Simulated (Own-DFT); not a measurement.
Simulation results for SiC (4H silicon carbide, atoms displaced)

Computed with Own-DFT development build. A calculation, not a measurement: plane-wave PBE density functional theory by an unreviewed code, no spin, of a simulated periodic cell, stress positive in tension, free energy of the whole cell less one offset for each atom, forces on such cells passed a denser k mesh, this cell's mesh not checked; offsets are fitted by least squares, one for each functional and potential file, so energies compare only between cells with the same atoms and settings and are not formation energies; the far tail of each file's local potential was reset to the Coulomb form; each entry is a single point on an unrelaxed cell, so the pressure reflects the starting lattice, mostly measured values (interpolated for alloys), from which strain is counted, and rises with the displacements; printed positions are rounded, which can move forces by about a meV/angstrom; the program, named Own-DFT, is a retired in-house code; no spin-orbit coupling.

Settings shared by all entries: functional PBE; potential files PseudoDojo norm-conserving, scalar-relativistic, standard set; wave cutoff 42 hartree; occupations Fermi-Dirac; smearing width 0.1 eV; hardware one NVIDIA H100; k mesh 4 x 4 x 3 centred on Gamma.

(1) SiC (4H silicon carbide, atoms displaced)

```cif
# cell vector a (Å): 9.2481 0.0000 0.0000
# cell vector b (Å): -4.6241 8.0091 0.0000
# cell vector c (Å): 0.0000 0.0000 10.0681
data_SiC
_symmetry_space_group_name_H-M 'P 1'
_symmetry_Int_Tables_number 1
_cell_length_a 9.2481
_cell_length_b 9.2481
_cell_length_c 10.0681
_cell_angle_alpha 90.000
_cell_angle_beta 90.000
_cell_angle_gamma 120.000
_cell_volume 745.73
loop_
_atom_site_label
_atom_site_type_symbol
_atom_site_fract_x
_atom_site_fract_y
_atom_site_fract_z
_atom_site_occupancy
Si1 Si 0.99771 0.98338 0.41772 1
Si2 Si 0.11683 0.21735 0.15364 1
C1 C 0.00738 0.00529 0.08756 1
C2 C 0.10911 0.22521 0.33933 1
Si3 Si 0.00766 0.34200 0.39957 1
Si4 Si 0.10931 0.54729 0.14750 1
C3 C 0.00304 0.33915 0.09435 1
C4 C 0.11590 0.55513 0.34518 1
Si5 Si 0.99981 0.67199 0.41832 1
Si6 Si 0.09255 0.87779 0.15796 1
C5 C 0.99823 0.66489 0.09877 1
C6 C 0.11994 0.88632 0.33900 1
Si7 Si 0.32066 0.99084 0.39611 1
Si8 Si 0.43918 0.22179 0.16581 1
C7 C 0.33811 0.00968 0.09646 1
C8 C 0.43734 0.22076 0.34566 1
Si9 Si 0.33826 0.33507 0.40444 1
Si10 Si 0.45307 0.55218 0.15366 1
C9 C 0.32787 0.32928 0.08719 1
C10 C 0.45009 0.55362 0.35004 1
Si11 Si 0.32062 0.66252 0.41669 1
Si12 Si 0.43194 0.89591 0.15796 1
C11 C 0.35007 0.68242 0.08887 1
C12 C 0.45732 0.89137 0.34606 1
Si13 Si 0.66758 0.98341 0.40205 1
Si14 Si 0.76943 0.20798 0.15116 1
C13 C 0.66902 0.00112 0.09196 1
C14 C 0.78370 0.21228 0.34393 1
Si15 Si 0.68180 0.33782 0.40804 1
Si16 Si 0.78797 0.56502 0.15359 1
C15 C 0.66685 0.33591 0.09901 1
C16 C 0.78165 0.56669 0.34767 1
Si17 Si 0.68283 0.67250 0.40908 1
Si18 Si 0.77847 0.89552 0.15706 1
C17 C 0.66450 0.67303 0.09150 1
C18 C 0.78640 0.89270 0.34663 1
Si19 Si 0.99480 0.01230 0.90321 1
Si20 Si 0.88191 0.76987 0.66139 1
C19 C 0.99979 0.98942 0.58491 1
C20 C 0.89336 0.78189 0.86482 1
Si21 Si 0.00193 0.68003 0.90521 1
Si22 Si 0.88206 0.43839 0.66458 1
C21 C 0.00247 0.65994 0.59321 1
C22 C 0.88963 0.44317 0.84289 1
Si23 Si 0.00081 0.32627 0.89484 1
Si24 Si 0.89288 0.10564 0.66118 1
C23 C 0.01934 0.34518 0.59717 1
C24 C 0.89077 0.11380 0.84149 1
Si25 Si 0.65800 0.00262 0.90969 1
Si26 Si 0.55460 0.78171 0.65043 1
C25 C 0.66184 0.00255 0.59192 1
C26 C 0.55449 0.77667 0.84787 1
Si27 Si 0.67123 0.67205 0.90229 1
Si28 Si 0.57168 0.45681 0.64810 1
C27 C 0.66837 0.66327 0.60104 1
C28 C 0.53800 0.43407 0.84278 1
Si29 Si 0.66739 0.32760 0.89446 1
Si30 Si 0.55787 0.11358 0.66587 1
C29 C 0.66257 0.32256 0.59911 1
C30 C 0.55368 0.11230 0.83281 1
Si31 Si 0.33241 0.99727 0.91710 1
Si32 Si 0.22981 0.78245 0.66090 1
C31 C 0.32627 0.99077 0.59120 1
C32 C 0.22741 0.77191 0.84871 1
Si33 Si 0.34594 0.67427 0.92028 1
Si34 Si 0.22285 0.44220 0.65859 1
C33 C 0.33302 0.67250 0.58821 1
C34 C 0.22374 0.44177 0.84872 1
Si35 Si 0.33861 0.34392 0.90090 1
Si36 Si 0.21414 0.11503 0.65139 1
C35 C 0.33249 0.33051 0.58674 1
C36 C 0.21407 0.12554 0.84078 1
```

* free energy of cell above offsets: -1.947 eV
* pressure: 6.69 GPa
* stress xx: -5.68 GPa
* stress yy: -5.89 GPa
* stress zz: -8.5 GPa
* stress yz: -0.18 GPa
* stress xz: -0.45 GPa
* stress xy: -0.78 GPa
* wall time: 344.6 s

Force:
```tsv
element	x (eV/Å)	y (eV/Å)	z (eV/Å)
Si	0.009	3.208	-5.546
Si	-1.87	1.534	0.736
C	-1.572	-1.204	0.937
C	1.759	-1.222	0.953
Si	0.275	-2.171	1.389
Si	0.678	2.656	1.827
C	0.17	-3.385	-1.922
C	-2.11	1.031	-1.205
Si	1.52	-1.204	-3.113
Si	1.814	1.84	-0.86
C	1.385	0.304	-1.795
C	-3.84	-1.662	0.409
Si	4.562	2.699	2.986
Si	0.591	1.699	-1.913
C	-1.774	-1.113	0.333
C	2.023	-0.366	0.652
Si	-1.69	-0.285	-0.123
Si	-1.991	0.28	1.456
C	1.478	1.071	0.735
C	-0.228	1.399	-0.673
Si	3.039	0.807	-3.837
Si	3.609	-1.144	0.988
C	-1.236	-1.911	4.07
C	-3.221	-1.416	-1.028
Si	-1.212	3.558	1.761
Si	0.422	4.138	1.565
C	-1.408	-1.041	-0.17
C	-1.147	0.825	-0.113
Si	-1.261	-1.713	-0.622
Si	-2.282	-1.913	0.704
C	0.015	-0.669	-1.09
C	2.461	-1.699	-0.6
Si	-3.614	-0.56	-0.023
Si	0.99	-0.751	-0.442
C	2.121	0.025	0.075
C	0.955	-1.611	-0.72
Si	2.9	-1.133	1.126
Si	2.2	0.946	0.543
C	-1.355	-0.063	5.177
C	-1.739	1.324	-4.057
Si	3.028	-2.858	1.358
Si	2.022	0.337	-2.381
C	-1.171	0.514	2.921
C	-0.322	0.872	1.05
Si	-0.334	2.598	2.68
Si	-1.114	1.055	-2.98
C	-3.446	-2.826	-0.886
C	-2.355	-1.313	0.188
Si	1.511	-0.633	-1.316
Si	-0.264	-0.328	1.386
C	2.085	-0.262	0.41
C	0.573	1.284	-1.607
Si	-1.123	-1.748	1.315
Si	-2.395	-5.051	2.071
C	-0.625	2.944	-1.739
C	5.142	3.382	-1.74
Si	-1.72	1.536	2.701
Si	-1.339	-2.158	-5.782
C	0.434	2.405	-1.157
C	-0.138	-1.001	5.649
Si	-1.335	0.926	-2.928
Si	-0.743	-0.845	-0.169
C	-0.319	2.014	0.148
C	-1.147	1.321	0.285
Si	-1.156	-1.95	-4.231
Si	2.045	1.72	0.251
C	0.91	-0.916	3.546
C	-0.865	2.078	-0.964
Si	-1.903	-2.739	1.671
Si	2.648	-0.647	0.64
C	0.387	1.274	1.018
C	1.605	-2.093	0.023
```

(2) SiC (4H silicon carbide, atoms displaced)

```cif
# cell vector a (Å): 9.2481 0.0000 0.0000
# cell vector b (Å): -4.6241 8.0091 0.0000
# cell vector c (Å): 0.0000 0.0000 10.0681
data_SiC
_symmetry_space_group_name_H-M 'P 1'
_symmetry_Int_Tables_number 1
_cell_length_a 9.2481
_cell_length_b 9.2481
_cell_length_c 10.0681
_cell_angle_alpha 90.000
_cell_angle_beta 90.000
_cell_angle_gamma 120.000
_cell_volume 745.73
loop_
_atom_site_label
_atom_site_type_symbol
_atom_site_fract_x
_atom_site_fract_y
_atom_site_fract_z
_atom_site_occupancy
Si1 Si 0.00692 0.00842 0.40238 1
Si2 Si 0.12522 0.22723 0.15684 1
C1 C 0.99587 0.99754 0.09961 1
C2 C 0.10732 0.21612 0.34721 1
Si3 Si 0.99970 0.32876 0.40781 1
Si4 Si 0.11157 0.55242 0.15981 1
C3 C 0.00334 0.34221 0.08034 1
C4 C 0.12120 0.57216 0.35591 1
Si5 Si 0.98980 0.67527 0.40709 1
Si6 Si 0.11352 0.88558 0.15984 1
C5 C 0.00158 0.67141 0.09896 1
C6 C 0.11187 0.89503 0.33579 1
Si7 Si 0.33401 0.99919 0.40820 1
Si8 Si 0.44560 0.21303 0.15592 1
C7 C 0.34160 0.99182 0.09701 1
C8 C 0.45741 0.22971 0.34514 1
Si9 Si 0.33142 0.32866 0.40746 1
Si10 Si 0.43618 0.55149 0.15520 1
C9 C 0.32632 0.32592 0.08308 1
C10 C 0.43992 0.56848 0.34188 1
Si11 Si 0.32720 0.66953 0.41485 1
Si12 Si 0.44884 0.89593 0.15422 1
C11 C 0.33177 0.66064 0.09272 1
C12 C 0.44739 0.88075 0.33928 1
Si13 Si 0.66612 0.00521 0.40046 1
Si14 Si 0.77466 0.22090 0.16169 1
C13 C 0.66407 0.00496 0.09669 1
C14 C 0.77989 0.21529 0.34140 1
Si15 Si 0.65819 0.32145 0.41036 1
Si16 Si 0.76806 0.54680 0.15829 1
C15 C 0.65878 0.32464 0.09232 1
C16 C 0.77364 0.54446 0.34547 1
Si17 Si 0.67040 0.65492 0.40264 1
Si18 Si 0.76856 0.88759 0.15899 1
C17 C 0.67088 0.67433 0.08798 1
C18 C 0.78896 0.88945 0.35213 1
Si19 Si 0.00457 0.99004 0.91110 1
Si20 Si 0.88622 0.77532 0.65160 1
C19 C 0.99415 0.99901 0.58922 1
C20 C 0.88714 0.79054 0.83695 1
Si21 Si 0.00148 0.65744 0.90657 1
Si22 Si 0.87296 0.41819 0.64723 1
C21 C 0.00899 0.67728 0.58586 1
C22 C 0.88831 0.45029 0.83877 1
Si23 Si 0.99847 0.33619 0.90604 1
Si24 Si 0.89709 0.11842 0.66266 1
C23 C 0.01261 0.34493 0.59638 1
C24 C 0.89529 0.11278 0.84084 1
Si25 Si 0.66623 0.99072 0.90954 1
Si26 Si 0.55770 0.77145 0.65411 1
C25 C 0.67719 0.01014 0.60013 1
C26 C 0.53749 0.77175 0.84126 1
Si27 Si 0.65645 0.67466 0.91107 1
Si28 Si 0.55997 0.44609 0.66480 1
C27 C 0.65862 0.66335 0.58589 1
C28 C 0.54640 0.43639 0.83984 1
Si29 Si 0.66344 0.32362 0.90822 1
Si30 Si 0.54457 0.09919 0.65454 1
C29 C 0.66328 0.33908 0.59746 1
C30 C 0.55094 0.11335 0.83953 1
Si31 Si 0.31252 0.98534 0.91682 1
Si32 Si 0.21264 0.77001 0.65449 1
C31 C 0.33936 0.00285 0.59710 1
C32 C 0.22453 0.77767 0.84469 1
Si33 Si 0.33004 0.65540 0.90127 1
Si34 Si 0.23476 0.43975 0.66131 1
C33 C 0.33085 0.65886 0.59389 1
C34 C 0.21917 0.44797 0.83446 1
Si35 Si 0.32411 0.33273 0.91009 1
Si36 Si 0.22397 0.10609 0.65619 1
C35 C 0.33451 0.33217 0.60006 1
C36 C 0.22094 0.10695 0.84904 1
```

- free energy of cell above offsets: -4.137 eV
- pressure: 5.67 GPa
- stress xx: -5.03 GPa
- stress yy: -3.75 GPa
- stress zz: -8.23 GPa
- stress yz: -1.24 GPa
- stress xz: -0.28 GPa
- stress xy: -1.08 GPa
- wall time: 339.9 s

Force:
```tsv
element	x (eV/Å)	y (eV/Å)	z (eV/Å)
Si	-0.183	-2.332	1.184
Si	-3.364	-1.754	-0.309
C	0.797	0.392	-0.624
C	0.796	2.863	-1.457
Si	0.2	1.967	0.493
Si	-0.361	1.319	0.301
C	0.165	-1.385	4.419
C	-2.695	-3.133	-2.341
Si	2.651	-0.411	-0.881
Si	-0.903	0.701	-1.415
C	-0.024	-2.056	-0.778
C	0.672	0.039	2.75
Si	0.4	-0.384	-0.663
Si	-1.18	0.667	-0.249
C	-3.732	1.228	-0.119
C	-3.051	-2.309	-0.943
Si	-0.096	1.855	0.42
Si	1.042	0.583	0.127
C	2.184	1.027	3.55
C	2.064	-2.593	0.28
Si	2.121	0.29	-0.906
Si	1.592	-3.563	0.901
C	-0.563	1.031	-0.838
C	-1.415	1.942	1.122
Si	1.895	-2.755	2.318
Si	1.025	0.965	-2.335
C	1.191	-0.573	-0.52
C	-0.806	1.994	0.98
Si	2.367	2.075	0.6
Si	0.741	1.334	-1.045
C	0.736	0.993	0.655
C	0.072	-0.282	-0.553
Si	-3.007	1.874	0.113
Si	1.726	0.641	0.959
C	-0.84	-1.789	2.272
C	-2.1	-0.846	-1.628
Si	-1.99	2.292	-0.053
Si	-0.286	0.675	0.065
C	1.565	0.57	0.39
C	0.402	-3.404	0.842
Si	-1.666	2.124	0.063
Si	1.106	4.257	1.897
C	-2.42	-2.054	1.077
C	-0.001	-2.299	0.071
Si	-0.178	-0.477	-2.648
Si	-0.008	-0.446	-1.734
C	0.109	-2.311	-0.767
C	-0.345	-0.488	2.573
Si	-1.236	2.006	-1.649
Si	-1.598	1.703	-0.353
C	-1.015	-1.322	-1.539
C	2.754	1.02	0.113
Si	2.122	-1.35	-2.705
Si	-1.295	0.334	-1.943
C	2.011	-0.756	1.288
C	0.197	1.259	3.329
Si	-0.791	1.257	-1.441
Si	2.404	2.212	1.669
C	0.253	-2.666	-1.605
C	0.489	-2.047	1.564
Si	2.761	2.134	-2.125
Si	2.067	0.949	0.781
C	-1.855	-2.116	-1.722
C	-0.754	-1.461	-0.197
Si	-2.099	1.355	1.492
Si	-2.626	1.212	-2.229
C	0.189	1.227	1.204
C	0.499	-1.771	2.949
Si	1.153	-0.47	-3.496
Si	-1.34	0.104	0.754
C	1.59	-1.14	-1.41
C	-0.287	0.272	-0.344
```

(3) SiC (4H silicon carbide, atoms displaced)

```cif
# cell vector a (Å): 9.2481 0.0000 0.0000
# cell vector b (Å): -4.6241 8.0091 0.0000
# cell vector c (Å): 0.0000 0.0000 10.0681
data_SiC
_symmetry_space_group_name_H-M 'P 1'
_symmetry_Int_Tables_number 1
_cell_length_a 9.2481
_cell_length_b 9.2481
_cell_length_c 10.0681
_cell_angle_alpha 90.000
_cell_angle_beta 90.000
_cell_angle_gamma 120.000
_cell_volume 745.73
loop_
_atom_site_label
_atom_site_type_symbol
_atom_site_fract_x
_atom_site_fract_y
_atom_site_fract_z
_atom_site_occupancy
Si1 Si 0.00106 0.00064 0.40997 1
Si2 Si 0.11853 0.22104 0.16859 1
C1 C 0.00541 0.01028 0.09376 1
C2 C 0.10614 0.23171 0.34208 1
Si3 Si 0.00052 0.33236 0.41358 1
Si4 Si 0.10078 0.55546 0.15733 1
C3 C 0.01460 0.34824 0.09085 1
C4 C 0.09485 0.54764 0.34707 1
Si5 Si 0.00683 0.67492 0.40944 1
Si6 Si 0.11833 0.89333 0.16431 1
C5 C 0.99079 0.65568 0.09265 1
C6 C 0.09719 0.87466 0.35193 1
Si7 Si 0.33283 0.00278 0.40200 1
Si8 Si 0.46108 0.23355 0.15749 1
C7 C 0.33160 0.00171 0.09669 1
C8 C 0.44196 0.22096 0.34798 1
Si9 Si 0.33530 0.33406 0.41068 1
Si10 Si 0.45081 0.56883 0.15781 1
C9 C 0.34205 0.33396 0.09380 1
C10 C 0.43384 0.55615 0.34924 1
Si11 Si 0.31956 0.65407 0.40942 1
Si12 Si 0.43984 0.87565 0.15802 1
C11 C 0.32859 0.66821 0.08197 1
C12 C 0.44654 0.88921 0.34558 1
Si13 Si 0.66591 0.01442 0.40419 1
Si14 Si 0.77364 0.22467 0.15901 1
C13 C 0.66226 0.00014 0.10237 1
C14 C 0.78852 0.22800 0.34741 1
Si15 Si 0.65317 0.32418 0.40308 1
Si16 Si 0.77524 0.55226 0.15433 1
C15 C 0.66870 0.33629 0.09385 1
C16 C 0.77949 0.55923 0.34414 1
Si17 Si 0.67174 0.67345 0.40224 1
Si18 Si 0.76857 0.88036 0.16180 1
C17 C 0.66969 0.67239 0.09011 1
C18 C 0.79098 0.90391 0.33815 1
Si19 Si 0.99934 0.99335 0.90820 1
Si20 Si 0.87927 0.77760 0.65376 1
C19 C 0.00441 0.99206 0.58404 1
C20 C 0.88216 0.77698 0.84352 1
Si21 Si 0.99286 0.66453 0.90741 1
Si22 Si 0.89378 0.45443 0.64532 1
C21 C 0.00478 0.66851 0.59899 1
C22 C 0.89376 0.44738 0.84487 1
Si23 Si 0.99350 0.34495 0.89384 1
Si24 Si 0.90269 0.11291 0.65201 1
C23 C 0.00181 0.33544 0.59439 1
C24 C 0.88373 0.11638 0.85115 1
Si25 Si 0.66539 0.99206 0.90766 1
Si26 Si 0.54761 0.76961 0.65426 1
C25 C 0.66248 0.99762 0.58932 1
C26 C 0.55065 0.77358 0.83806 1
Si27 Si 0.66343 0.66584 0.90115 1
Si28 Si 0.56896 0.44625 0.65758 1
C27 C 0.67355 0.67513 0.59371 1
C28 C 0.55706 0.43317 0.83764 1
Si29 Si 0.67432 0.34628 0.90081 1
Si30 Si 0.56690 0.12180 0.66747 1
C29 C 0.65446 0.31789 0.59505 1
C30 C 0.53929 0.11172 0.83829 1
Si31 Si 0.32525 0.00046 0.90369 1
Si32 Si 0.22186 0.77811 0.64335 1
C31 C 0.34047 0.00493 0.60861 1
C32 C 0.22385 0.77335 0.85151 1
Si33 Si 0.33283 0.66077 0.91001 1
Si34 Si 0.21687 0.44190 0.65829 1
C33 C 0.33013 0.65171 0.59516 1
C34 C 0.21352 0.42617 0.84042 1
Si35 Si 0.33704 0.33217 0.90734 1
Si36 Si 0.21809 0.11593 0.65594 1
C35 C 0.32313 0.33131 0.59477 1
C36 C 0.22327 0.10690 0.84730 1
```

* free energy of cell above offsets: -3.944 eV
* pressure: 5.74 GPa
* stress xx: -5.1 GPa
* stress yy: -5.36 GPa
* stress zz: -6.75 GPa
* stress yz: 0.66 GPa
* stress xz: -0.11 GPa
* stress xy: 0.31 GPa
* wall time: 353.7 s

Force:
```tsv
element	x (eV/Å)	y (eV/Å)	z (eV/Å)
Si	-0.227	0.634	-2.708
Si	-1.226	1.481	-4.36
C	0.059	-2.218	1.075
C	2.763	-1.585	2.74
Si	-0.731	0.684	-1.093
Si	1.606	-0.201	-0.147
C	-1.103	-2.657	-0.018
C	1.516	1.444	-0.169
Si	-1.212	-3.973	0.763
Si	-1.738	-0.848	-1.54
C	-0.542	2.409	0.285
C	1.344	4.745	-1.68
Si	0.32	-1.502	2.106
Si	-2.557	-2.254	-0.352
C	1.311	0.288	0.251
C	-0.848	0.136	-1.368
Si	-1.323	0.248	-0.508
Si	-0.728	-2.209	-0.482
C	-0.368	1.104	0.908
C	2.451	0.125	-1.131
Si	-0.178	1.758	-0.122
Si	-1.24	2.31	-0.564
C	0.704	-0.804	4.381
C	-1.149	-1.044	-0.06
Si	1.589	-2.219	0.513
Si	2.642	0.364	-0.671
C	0.407	-0.618	-1.331
C	-2.704	0.157	-0.604
Si	2.586	2.009	1.264
Si	-0.21	1.1	0.819
C	0.715	0.286	-0.874
C	-0.512	-0.946	0.32
Si	-0.82	0.25	0.319
Si	1.38	3.151	-1.905
C	-0.08	-1.293	0.117
C	-1.676	-1.744	2.299
Si	-0.864	2.252	0.555
Si	2.849	0.648	1.042
C	-1.054	1.133	2.917
C	0.622	-0.17	-0.426
Si	1.647	1.062	-0.261
Si	-0.364	-2.607	1.885
C	-1.988	0.697	-1.707
C	-3.437	1.62	-2.61
Si	4.298	-2.989	3.767
Si	-2.687	-1.118	1.101
C	-0.405	-0.267	0.238
C	1.505	-0.918	-1.768
Si	-1.866	1.247	0.163
Si	0.265	1.642	-0.527
C	0.924	0.506	1.08
C	0.343	-0.31	1.092
Si	-0.288	-0.446	0.292
Si	-2.446	-0.375	-1.342
C	-1.222	-2.226	-0.96
C	-2.017	2.836	1.103
Si	1.026	-3.406	1.224
Si	-0.339	-4.002	-2.162
C	1.378	4.364	-1.781
C	3.03	0.765	3.865
Si	1.833	-1.615	1.168
Si	1.718	0.631	3.636
C	-0.844	0.028	-3.074
C	-1.263	-0.041	-1.529
Si	-0.949	-0.395	-3.31
Si	0.862	-0.482	0.313
C	-1.455	1.874	-0.719
C	0.238	2.305	0.636
Si	-0.669	-1.114	0.028
Si	2.191	-1.296	0.896
C	1.784	0.749	-0.106
C	-2.578	0.852	-1.196
```

(4) SiC (4H silicon carbide, atoms displaced)

```cif
# cell vector a (Å): 9.2481 0.0000 0.0000
# cell vector b (Å): -4.6241 8.0091 0.0000
# cell vector c (Å): 0.0000 0.0000 10.0681
data_SiC
_symmetry_space_group_name_H-M 'P 1'
_symmetry_Int_Tables_number 1
_cell_length_a 9.2481
_cell_length_b 9.2481
_cell_length_c 10.0681
_cell_angle_alpha 90.000
_cell_angle_beta 90.000
_cell_angle_gamma 120.000
_cell_volume 745.73
loop_
_atom_site_label
_atom_site_type_symbol
_atom_site_fract_x
_atom_site_fract_y
_atom_site_fract_z
_atom_site_occupancy
Si1 Si 0.98185 0.99348 0.40175 1
Si2 Si 0.10972 0.22576 0.15393 1
C1 C 0.00351 0.00722 0.08811 1
C2 C 0.09974 0.21660 0.34678 1
Si3 Si 0.00722 0.32834 0.40532 1
Si4 Si 0.11695 0.55333 0.16143 1
C3 C 0.00638 0.34677 0.09074 1
C4 C 0.10822 0.53549 0.33411 1
Si5 Si 0.99257 0.65831 0.39603 1
Si6 Si 0.09890 0.88438 0.16080 1
C5 C 0.98690 0.66032 0.10222 1
C6 C 0.11908 0.88563 0.34562 1
Si7 Si 0.34367 0.00283 0.40594 1
Si8 Si 0.44643 0.21854 0.15194 1
C7 C 0.33418 0.98594 0.10810 1
C8 C 0.44409 0.22457 0.34474 1
Si9 Si 0.32973 0.32733 0.40595 1
Si10 Si 0.44128 0.55444 0.15777 1
C9 C 0.33239 0.32383 0.09255 1
C10 C 0.45619 0.55734 0.34361 1
Si11 Si 0.32815 0.66603 0.41920 1
Si12 Si 0.44223 0.88944 0.15948 1
C11 C 0.33538 0.67298 0.08832 1
C12 C 0.44872 0.88176 0.35060 1
Si13 Si 0.66096 0.99930 0.40545 1
Si14 Si 0.76301 0.21444 0.15551 1
C13 C 0.67117 0.00107 0.09397 1
C14 C 0.78723 0.21909 0.33953 1
Si15 Si 0.65567 0.33614 0.40435 1
Si16 Si 0.77448 0.54871 0.15533 1
C15 C 0.67017 0.34638 0.08757 1
C16 C 0.77397 0.54904 0.34718 1
Si17 Si 0.64730 0.64179 0.41060 1
Si18 Si 0.77510 0.89087 0.15432 1
C17 C 0.66269 0.65016 0.09268 1
C18 C 0.76958 0.88202 0.34283 1
Si19 Si 0.00503 0.98971 0.89280 1
Si20 Si 0.88237 0.76859 0.65460 1
C19 C 0.98965 0.98645 0.59270 1
C20 C 0.89005 0.78256 0.85434 1
Si21 Si 0.00031 0.66095 0.89798 1
Si22 Si 0.88179 0.44378 0.64840 1
C21 C 0.01164 0.67654 0.59964 1
C22 C 0.88819 0.43492 0.83346 1
Si23 Si 0.00956 0.34195 0.89896 1
Si24 Si 0.88282 0.11315 0.64199 1
C23 C 0.00604 0.33591 0.58565 1
C24 C 0.90695 0.12711 0.84101 1
Si25 Si 0.66317 0.99764 0.90680 1
Si26 Si 0.55888 0.78926 0.65512 1
C25 C 0.66420 0.99709 0.58382 1
C26 C 0.56007 0.77407 0.85103 1
Si27 Si 0.66133 0.64658 0.90585 1
Si28 Si 0.54577 0.43588 0.65851 1
C27 C 0.67435 0.66697 0.58496 1
C28 C 0.55568 0.43528 0.85012 1
Si29 Si 0.65596 0.31751 0.89498 1
Si30 Si 0.55546 0.11904 0.64623 1
C29 C 0.68187 0.34182 0.58757 1
C30 C 0.54994 0.10820 0.84170 1
Si31 Si 0.32485 0.00126 0.90387 1
Si32 Si 0.20498 0.76428 0.66248 1
C31 C 0.33776 0.00794 0.58964 1
C32 C 0.22535 0.78162 0.84663 1
Si33 Si 0.35036 0.68270 0.90138 1
Si34 Si 0.23122 0.45049 0.65290 1
C33 C 0.33298 0.66155 0.59320 1
C34 C 0.21638 0.43577 0.83525 1
Si35 Si 0.33856 0.33355 0.91144 1
Si36 Si 0.22432 0.12167 0.66656 1
C35 C 0.32898 0.33434 0.59185 1
C36 C 0.22559 0.10330 0.84778 1
```

* free energy of cell above offsets: -2.596 eV
* pressure: 6.49 GPa
* stress xx: -6.61 GPa
* stress yy: -6.77 GPa
* stress zz: -6.08 GPa
* stress yz: -0.7 GPa
* stress xz: -2.07 GPa
* stress xy: -1.3 GPa
* wall time: 347.5 s

Force:
```tsv
element	x (eV/Å)	y (eV/Å)	z (eV/Å)
Si	2.911	-0.439	1.008
Si	-0.405	-0.385	-0.197
C	-0.205	-1.095	0.198
C	3.301	-0.664	-1.385
Si	-2.626	0.3	-0.177
Si	-1.475	1.232	-3.09
C	-0.171	-2.205	-0.721
C	-0.175	3.032	3.777
Si	1.879	0.969	1.292
Si	1.138	0.208	-0.46
C	2.607	0.873	-1.685
C	-1.809	0.018	0.06
Si	-1.439	-0.884	-0.108
Si	-0.043	-0.083	0.68
C	-3.512	2.744	-3.045
C	-0.148	-0.842	-0.796
Si	-0.939	0.241	-0.712
Si	0.754	-0.081	-0.83
C	-0.879	1.133	0.955
C	-5.276	-2.793	-0.387
Si	0.794	-0.85	-3.861
Si	2.859	-1.638	0.74
C	0.704	-0.824	0.912
C	-1.923	0.205	-1.031
Si	2.122	0.165	-1.535
Si	2.074	2.525	-0.402
C	-1.927	-0.525	-0.646
C	-2.675	-0.033	0.875
Si	3.409	-0.952	-0.337
Si	-0.49	1.202	1.141
C	0.3	-4.492	-0.5
C	-0.636	0.377	-1.006
Si	3.825	4.536	-1.171
Si	1.623	-1.316	-0.035
C	-1.566	2.044	0.027
C	-0.613	-1.002	-0.187
Si	-2.749	4.103	2.922
Si	0.776	1.491	0.777
C	0.017	2.088	0.179
C	0.182	-4.595	-3.018
Si	-0.808	-0.45	2.364
Si	4.275	1.511	0.947
C	-3.845	-3.548	-2.73
C	-1.551	1.005	0.542
Si	-0.986	-1.074	1.67
Si	1.924	-0.041	2.301
C	-0.736	0.416	0.733
C	-1.291	-3.234	-0.957
Si	1.88	1.407	-0.281
Si	1.045	-2.071	0.221
C	-1.016	1.391	1.921
C	1.189	0.924	-2.307
Si	0.195	3.2	1.443
Si	1.3	1.469	-0.623
C	-2.335	-1.381	3.218
C	-0.975	-0.446	-2.568
Si	2.34	2.446	2.264
Si	0.939	-1.093	1.013
C	-4.344	-1.921	-0.054
C	0.202	-1.791	-0.892
Si	3.86	-1.68	2.247
Si	4.491	3.817	-0.168
C	-0.796	-0.689	1.231
C	-0.051	-0.684	-0.369
Si	-2.307	-3.156	1.089
Si	-1.679	-1.675	0.498
C	-0.543	1.783	2.19
C	2.775	2.625	1.032
Si	-1.884	-0.668	-0.765
Si	0	-2.534	-2.904
C	1.123	-0.268	0.296
C	-1.984	2.623	-0.822
```
